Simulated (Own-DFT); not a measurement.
## Calculated data, GaP (zincblende, atoms displaced)

Computed with Own-DFT development build. A calculation, not a measurement: plane-wave PBE density functional theory by an unreviewed code, no spin, of a simulated periodic cell, stress positive in tension, free energy of the whole cell less one offset for each atom, forces on such cells passed a denser k mesh, this cell's mesh not checked; offsets are fitted by least squares, one for each functional and potential file, so energies compare only between cells with the same atoms and settings and are not formation energies; the far tail of each file's local potential was reset to the Coulomb form; each entry is a single point on an unrelaxed cell, so the pressure reflects the starting lattice, mostly measured values (interpolated for alloys), from which strain is counted, and rises with the displacements; printed positions are rounded, which can move forces by about a meV/angstrom; the program, named Own-DFT, is a retired in-house code; no spin-orbit coupling; before rounding, a Quantum ESPRESSO 7.3.1 run of the same cell and cutoff gave forces within 1 meV/angstrom rms on each cell, which checks the program and not the settings.

Settings shared by all entries: functional PBE; potential files PseudoDojo norm-conserving, scalar-relativistic, standard set; wave cutoff 42 hartree; occupations Fermi-Dirac; smearing width 0.1 eV; k mesh 2 x 3 x 3 centred on Gamma.

(1) GaP (zincblende, atoms displaced)

```
GaP
1.0
     16.3515     0.0000     0.0000
      0.0000    10.9010     0.0000
      0.0000     0.0000    10.9010
Ga P Ga P Ga P Ga P Ga P Ga P Ga P Ga P Ga P Ga P Ga P Ga P
4 4 4 4 4 4 4 4 4 4 4 4 4 4 4 4 4 4 4 4 4 4 4 4
Direct
  0.99907 0.99772 0.00349
  0.00533 0.25448 0.25363
  0.16824 0.99881 0.24267
  0.16746 0.24527 0.99727
  0.08254 0.12911 0.11784
  0.08776 0.37734 0.37735
  0.25100 0.12459 0.36798
  0.25330 0.37883 0.12024
  0.00151 0.99889 0.49685
  0.00586 0.24661 0.75650
  0.16615 0.01114 0.76022
  0.16721 0.26065 0.49999
  0.08346 0.12403 0.62304
  0.08654 0.37788 0.87621
  0.25510 0.12517 0.86637
  0.24791 0.37719 0.62608
  0.99908 0.50328 0.00318
  0.99852 0.74534 0.25688
  0.16338 0.49681 0.25006
  0.16302 0.74456 0.00010
  0.08027 0.62999 0.12344
  0.08090 0.87863 0.38019
  0.25283 0.61860 0.37773
  0.24727 0.86842 0.12465
  0.99952 0.51334 0.49608
  0.99992 0.75234 0.75051
  0.16957 0.50124 0.75065
  0.16758 0.75643 0.50074
  0.08142 0.62816 0.61566
  0.08235 0.86726 0.87999
  0.25073 0.61270 0.87542
  0.25600 0.87763 0.63232
  0.33719 0.00619 0.00125
  0.33587 0.25685 0.24489
  0.49438 0.00059 0.25610
  0.50342 0.25055 0.99392
  0.41897 0.11914 0.13190
  0.41200 0.37117 0.36931
  0.58580 0.12348 0.37523
  0.58313 0.37110 0.12088
  0.33213 0.99440 0.49735
  0.33298 0.24620 0.75639
  0.49276 0.99736 0.74589
  0.49239 0.24904 0.49687
  0.41702 0.12682 0.62431
  0.41065 0.37734 0.87210
  0.58332 0.12019 0.87380
  0.57847 0.36883 0.61642
  0.33504 0.49643 0.00050
  0.33313 0.75728 0.25230
  0.49663 0.50828 0.24897
  0.49554 0.75219 0.99915
  0.40889 0.62856 0.13811
  0.41723 0.88092 0.37023
  0.57812 0.62777 0.37994
  0.58219 0.87716 0.12163
  0.33183 0.49705 0.49603
  0.33224 0.74918 0.74212
  0.49740 0.50026 0.75300
  0.49721 0.75536 0.49254
  0.41624 0.62509 0.62701
  0.41752 0.86713 0.87949
  0.58516 0.63355 0.87223
  0.57895 0.87787 0.62955
  0.66941 0.00354 0.99867
  0.66565 0.24919 0.25349
  0.83030 0.99901 0.24794
  0.83321 0.26005 0.99712
  0.75016 0.11600 0.12798
  0.75178 0.37520 0.37520
  0.91532 0.13093 0.38168
  0.91977 0.36687 0.12037
  0.66061 0.00000 0.49253
  0.66379 0.24215 0.75420
  0.83219 0.00166 0.75172
  0.83030 0.25752 0.49908
  0.75528 0.12309 0.62703
  0.75726 0.37062 0.88586
  0.91362 0.12982 0.88547
  0.91642 0.37208 0.62302
  0.66181 0.49696 0.99532
  0.66697 0.74688 0.24640
  0.83549 0.50130 0.25445
  0.83128 0.74818 0.00032
  0.74898 0.62878 0.13309
  0.74531 0.87275 0.37708
  0.91992 0.61795 0.37525
  0.92243 0.87440 0.12404
  0.66694 0.49633 0.49733
  0.66692 0.75006 0.75547
  0.83278 0.49980 0.74905
  0.83434 0.74777 0.50002
  0.74980 0.61929 0.63359
  0.74756 0.88064 0.87764
  0.91376 0.62906 0.87708
  0.92121 0.87442 0.62712
```

```
free energy of cell above offsets : -49.217 eV
pressure                          : 3.38 GPa
stress xx                         : -3.41 GPa
stress yy                         : -3.35 GPa
stress zz                         : -3.38 GPa
stress yz                         : 0.57 GPa
stress xz                         : -0.61 GPa
stress xy                         : 0.4 GPa
```

Force:
```tsv
element	x (eV/Å)	y (eV/Å)	z (eV/Å)
Ga	0.195	0.458	-0.59
Ga	-0.529	-0.544	-0.007
Ga	-0.641	0.262	0.359
Ga	0.638	0.661	-0.132
P	0.26	-0.601	0.81
P	-1.184	0.411	-0.027
P	-0.154	0.356	0.524
P	-1.066	-0.75	0.385
Ga	-0.789	0.655	0.659
Ga	-0.886	0.191	-0.246
Ga	-0.535	-1.507	-0.978
Ga	0.408	-1.507	0.118
P	0.378	0.268	0.089
P	-0.272	0.109	0.048
P	-0.581	-0.264	2.126
P	0.885	-0.372	0.176
Ga	-0.145	-0.257	-0.486
Ga	0.353	0.782	-0.373
Ga	0.798	0.713	-0.639
Ga	1.014	-0.239	-0.284
P	0.21	-0.819	0.892
P	0.887	-0.473	-1.248
P	-0.94	1.302	-0.643
P	0.403	0.571	-0.654
Ga	0.472	-2.274	0.953
Ga	0.094	-0.664	-0.064
Ga	-1.047	-0.023	-0.658
Ga	0.542	-0.24	0.07
P	0.819	0.255	1.552
P	0.28	1.283	-0.525
P	0.154	1.789	0.124
P	-1.721	0.516	-0.593
Ga	-0.449	-1.019	0.016
Ga	-0.837	-1.12	-0.411
Ga	2.085	0.097	-0.748
Ga	-0.812	-0.354	0.167
P	-0.209	1.5	-1.093
P	1.032	0.912	0.585
P	-1.561	0.739	-0.318
P	-0.334	0.66	0.796
Ga	-0.002	0.95	0.095
Ga	0.332	0.969	-1.823
Ga	0.501	0.019	0.771
Ga	0.786	-0.139	-0.437
P	-0.961	-0.312	-0.024
P	1.377	-0.461	0.486
P	-0.619	-0.243	-0.025
P	0.537	0.461	1.078
Ga	0.031	0.791	0.386
Ga	-0.899	-0.241	0.595
Ga	0.431	-0.928	0.208
Ga	0.853	-0.858	1.198
P	0.935	-0.266	-1.961
P	-0.736	-0.846	0.927
P	1.053	-0.42	-0.681
P	-0.124	-0.034	0.422
Ga	0.523	-0.148	0.905
Ga	0.319	-0.752	1.452
Ga	0.671	0.016	-0.518
Ga	-0.064	-0.066	1.233
P	0.097	-0.154	-0.962
P	-1.225	1.098	-1.038
P	-1.098	-1.316	0.762
P	0.569	-0.497	-0.737
Ga	-0.849	-0.224	0.437
Ga	0.452	-0.111	-0.602
Ga	1.062	-0.523	0.793
Ga	0.653	-2.227	1.964
P	-0.108	1.86	-0.444
P	-0.626	0.28	-0.562
P	0.211	-0.448	-0.915
P	-0.06	1.197	1.143
Ga	1.008	-0.383	1.657
Ga	0.768	0.693	-0.688
Ga	0.843	-0.22	0.24
Ga	0.442	-0.739	0.668
P	-1.375	0.294	-0.728
P	-2.633	1.685	-2.277
P	0.7	-0.787	-1.048
P	0.754	0.669	0.369
Ga	0.917	0.417	0.328
Ga	-1.103	0.714	0.654
Ga	-0.014	-0.585	-1.007
Ga	-0.017	0.647	0.415
P	0.413	-1.212	-1.1
P	0.686	-0.185	-0.143
P	-1.401	1.294	-0.432
P	-1.32	-0.501	0.831
Ga	-0.429	0.349	0.479
Ga	0.347	0.779	-0.928
Ga	0.712	-0.659	0.527
Ga	-0.163	0.06	0.388
P	-0.493	0.686	-1.077
P	0.629	-0.744	-0.333
P	0.435	-0.532	-0.399
P	-0.942	0.37	-0.246
```

(2) GaP (zincblende, atoms displaced)

```
GaP
1.0
     16.3515     0.0000     0.0000
      0.0000    10.9010     0.0000
      0.0000     0.0000    10.9010
Ga P Ga P Ga P Ga P Ga P Ga P Ga P Ga P Ga P Ga P Ga P Ga P
4 4 4 4 4 4 4 4 4 4 4 4 4 4 4 4 4 4 4 4 4 4 4 4
Direct
  0.00154 0.99687 0.00612
  0.00336 0.24935 0.24261
  0.16644 0.00023 0.24476
  0.16589 0.25239 0.00816
  0.07789 0.12248 0.13385
  0.08928 0.37457 0.37507
  0.25115 0.12245 0.37550
  0.24850 0.37791 0.12045
  0.99830 0.99860 0.49956
  0.99842 0.25300 0.75063
  0.16029 0.99611 0.74761
  0.17126 0.24477 0.50833
  0.08451 0.12103 0.62534
  0.08094 0.37954 0.87320
  0.25196 0.11825 0.87570
  0.25215 0.38407 0.62190
  0.00062 0.50492 0.99510
  0.00072 0.75198 0.24838
  0.16371 0.50074 0.24911
  0.16462 0.74757 0.98835
  0.08341 0.61314 0.12973
  0.08095 0.86980 0.37549
  0.24723 0.62972 0.37164
  0.24752 0.87070 0.12317
  0.00233 0.50246 0.50615
  0.00087 0.74915 0.75046
  0.16764 0.49855 0.75044
  0.17020 0.74969 0.49822
  0.07808 0.62911 0.62242
  0.08792 0.88250 0.87097
  0.24727 0.62593 0.87519
  0.24800 0.87634 0.62519
  0.33199 0.99475 0.99880
  0.33766 0.25521 0.25135
  0.49992 0.00583 0.25766
  0.49710 0.24496 0.99262
  0.42607 0.12681 0.12826
  0.41731 0.38152 0.38095
  0.57938 0.13080 0.36974
  0.58965 0.37537 0.12510
  0.33267 0.00132 0.49823
  0.33245 0.24772 0.75060
  0.49871 0.99907 0.74618
  0.50081 0.25352 0.50122
  0.42048 0.12077 0.62592
  0.41321 0.37664 0.87858
  0.58687 0.12128 0.88017
  0.58375 0.37201 0.62673
  0.33340 0.50282 0.00113
  0.33160 0.74557 0.25007
  0.50221 0.50341 0.24667
  0.50161 0.74959 0.99906
  0.41967 0.62614 0.12506
  0.41355 0.88714 0.38173
  0.58517 0.62018 0.37627
  0.58315 0.87324 0.12714
  0.32850 0.49827 0.50172
  0.33803 0.75212 0.75608
  0.49921 0.49251 0.75122
  0.49909 0.75224 0.50234
  0.41525 0.61965 0.62804
  0.41653 0.87473 0.87851
  0.58134 0.62499 0.87476
  0.58248 0.86840 0.63344
  0.66349 0.00675 0.00072
  0.66900 0.25442 0.24444
  0.83553 0.00016 0.25509
  0.83742 0.24810 0.00327
  0.75142 0.13749 0.12506
  0.74879 0.37624 0.37930
  0.91362 0.12877 0.36825
  0.91306 0.38120 0.12412
  0.66464 0.99914 0.49458
  0.66764 0.25131 0.75255
  0.83299 0.00109 0.73923
  0.83070 0.25534 0.50637
  0.75589 0.12427 0.62642
  0.74761 0.36481 0.87519
  0.91414 0.12420 0.87338
  0.91586 0.36932 0.62229
  0.66490 0.50216 0.99966
  0.66124 0.74467 0.24317
  0.82882 0.50272 0.24605
  0.83486 0.75045 0.99619
  0.75092 0.62286 0.11950
  0.75109 0.87137 0.37341
  0.91678 0.62276 0.37453
  0.91620 0.88388 0.13021
  0.66462 0.50860 0.49757
  0.66635 0.75212 0.75588
  0.83405 0.50105 0.74639
  0.83353 0.75449 0.49864
  0.74830 0.62414 0.61881
  0.75348 0.87597 0.87619
  0.91711 0.63036 0.87097
  0.91763 0.87161 0.62305
```

```
free energy of cell above offsets : -50.291 eV
pressure                          : 3.23 GPa
stress xx                         : -3.21 GPa
stress yy                         : -3.21 GPa
stress zz                         : -3.25 GPa
stress yz                         : 0.16 GPa
stress xz                         : -0.22 GPa
stress xy                         : 0.28 GPa
```

Force:
```tsv
element	x (eV/Å)	y (eV/Å)	z (eV/Å)
Ga	-0.345	0.443	-0.955
Ga	-1.243	1.389	1.316
Ga	-0.048	-0.481	0.914
Ga	-0.428	-0.756	-0.911
P	1.485	-0.132	-1.522
P	-0.794	-0.504	0.624
P	-0.02	0.525	-0.508
P	0.632	0.062	1.005
Ga	-0.084	0.322	-0.56
Ga	0.156	-0.592	0.044
Ga	1.802	0.919	-0.472
Ga	-0.205	0.383	-0.659
P	-0.759	0.686	-0.051
P	0.533	-0.705	0.183
P	-1	0.682	-0.146
P	-0.774	-1.709	1.158
Ga	-0.609	-0.262	0.386
Ga	-0.342	-0.614	-0.037
Ga	1.095	-0.553	0.455
Ga	-0.303	-0.003	1.373
P	-0.587	2.01	-1.264
P	0.743	0.72	-0.022
P	0.365	-1.042	0.197
P	0.097	-0.041	-0.184
Ga	-0.602	-0.858	-1.115
Ga	0.064	0.776	0.051
Ga	-0.563	0.506	-0.331
Ga	-0.836	0.291	0.311
P	1.684	-0.106	0.54
P	-1.822	-1.355	1.118
P	0.951	-0.272	-0.456
P	0.613	-0.222	0.271
Ga	0.459	0.441	0.866
Ga	-0.267	-0.263	-0.16
Ga	0.042	-1.052	-0.504
Ga	0.887	0.758	0.452
P	-1.865	-0.241	-0.388
P	0.048	-0.057	-0.514
P	1.317	0.237	0.704
P	-1.654	0.141	-0.496
Ga	-0.572	0.405	1.092
Ga	0.15	0.066	-0.15
Ga	0.581	-0.244	0.996
Ga	-0.226	-0.24	0.022
P	-0.874	0.891	-0.389
P	0.246	-0.395	-0.342
P	-1.27	0.651	-1.621
P	0.321	0.41	-0.157
Ga	-0.246	0.236	0.066
Ga	0.582	0.878	0.015
Ga	0.129	-0.742	0.236
Ga	-0.089	0.225	0.102
P	-0.501	0.093	0.008
P	0.753	-1.871	-1.064
P	-1.162	1.278	-0.495
P	-0.435	0.754	-0.117
Ga	0.872	1.301	-0.946
Ga	-0.856	-0.33	-0.671
Ga	0.013	0.343	0.019
Ga	-0.214	-0.318	-0.136
P	0.092	0.384	-0.258
P	0.57	0.23	-0.08
P	0.131	-0.316	-0.151
P	0.212	0.78	-0.971
Ga	1.453	-0.981	0.985
Ga	-0.037	-0.079	1.089
Ga	-1.158	0.438	-0.37
Ga	-0.213	0.441	-0.556
P	0.026	-1.899	0.152
P	-0.192	0.236	-0.288
P	0.732	0.518	1.223
P	0.981	-0.265	-0.194
Ga	0.099	0.135	0.452
Ga	-0.153	-0.886	-0.527
Ga	0.676	-0.781	1.171
Ga	0.19	-0.609	-1.166
P	-1.991	0.33	-0.714
P	0.936	1.604	0.429
P	0.755	-0.413	0.139
P	0.599	1.092	0.404
Ga	0.442	-0.353	-0.549
Ga	1.103	-0.009	0.509
Ga	0.386	-0.216	0.875
Ga	0.136	0.351	0.689
P	-0.307	0.664	-0.049
P	-0.763	0.186	-0.478
P	-0.128	0.17	-0.095
P	0.064	-1.428	-0.704
Ga	0.437	-1.46	0.588
Ga	0.631	-0.53	-0.082
Ga	-0.522	-0.473	0.165
Ga	0.106	-0.801	-0.111
P	0.332	0.679	0.945
P	-0.619	0.583	-0.15
P	-0.061	-0.509	0.207
P	0.025	0.331	0.29
```
